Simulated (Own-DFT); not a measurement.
# Point defects and the pressure they add: grey tin

No measurement is shown. These are fixed-geometry runs of a retired plane-wave code named Own-DFT, which no person has reviewed; spin and spin-orbit coupling are neglected.

Common settings: PBE; PseudoDojo norm-conserving scalar-relativistic files; cutoff 42 hartree; 3 x 3 x 3 k mesh centred on Gamma; cold (Marzari-Vanderbilt) smearing of 0.2 eV.

Limits (not all hold for every row): not probed for a lower state with spin; forces on such cells moved up to 12 meV/angstrom on a denser k mesh; stress not checked against mesh or cutoff.

All runs share one cell, with vectors in Å (12.978, 0.000, 0.000); (0.000, 12.978, 0.000); (0.000, 0.000, 12.978) and a volume of 2185.9 Å³. Atoms were moved at random from their sites; u is the rms move along one axis. The defect's site can differ from row to row.

| cell | formula | u (Å) | P (GPa) |
|---|---|---|---|
| no defect | Sn64 | 0.0192 | 3.38 |
| no defect | Sn64 | 0.0199 | 3.38 |
| no defect | Sn64 | 0.0489 | 3.62 |
| one Sn vacancy | Sn63 | 0.0330 | 3.27 |
| one Sn vacancy | Sn63 | 0.0503 | 3.35 |
| one Sn vacancy | Sn63 | 0.0527 | 3.42 |
| two Sn vacancies | Sn62 | 0.0286 | 3.09 |
| two Sn vacancies | Sn62 | 0.0296 | 3.14 |
| two Sn vacancies | Sn62 | 0.0496 | 3.32 |
| two Sn vacancies | Sn62 | 0.0520 | ? |

## Working it out

P = P0 + c u² + a shift for each defect gives P0 = 3.34 GPa, c = 112 ± 13 GPa/Å² and a scatter of 0.03 GPa. The shifts, and each times the cell's volume:

- one Sn vacancy: -0.24 ± 0.03 GPa, -3.3 eV
- two Sn vacancies: -0.31 ± 0.03 GPa, -4.3 eV (-2.1 eV for each of its 2 sites)

A positive shift means that the defect pushes the cell outwards. Shift times volume (160.2 GPa Å³ is 1 eV) depends little on the cell's size, so, taken for each site, it can be compared between cells at like pressure. The atoms around the defects weren't relaxed, which would change these numbers.

## Check

The question: what pressure belongs in the blank (two Sn vacancies, u = 0.0520 Å)?

From the fit: 3.33 ± 0.04 GPa. The hidden result is 3.33 GPa.
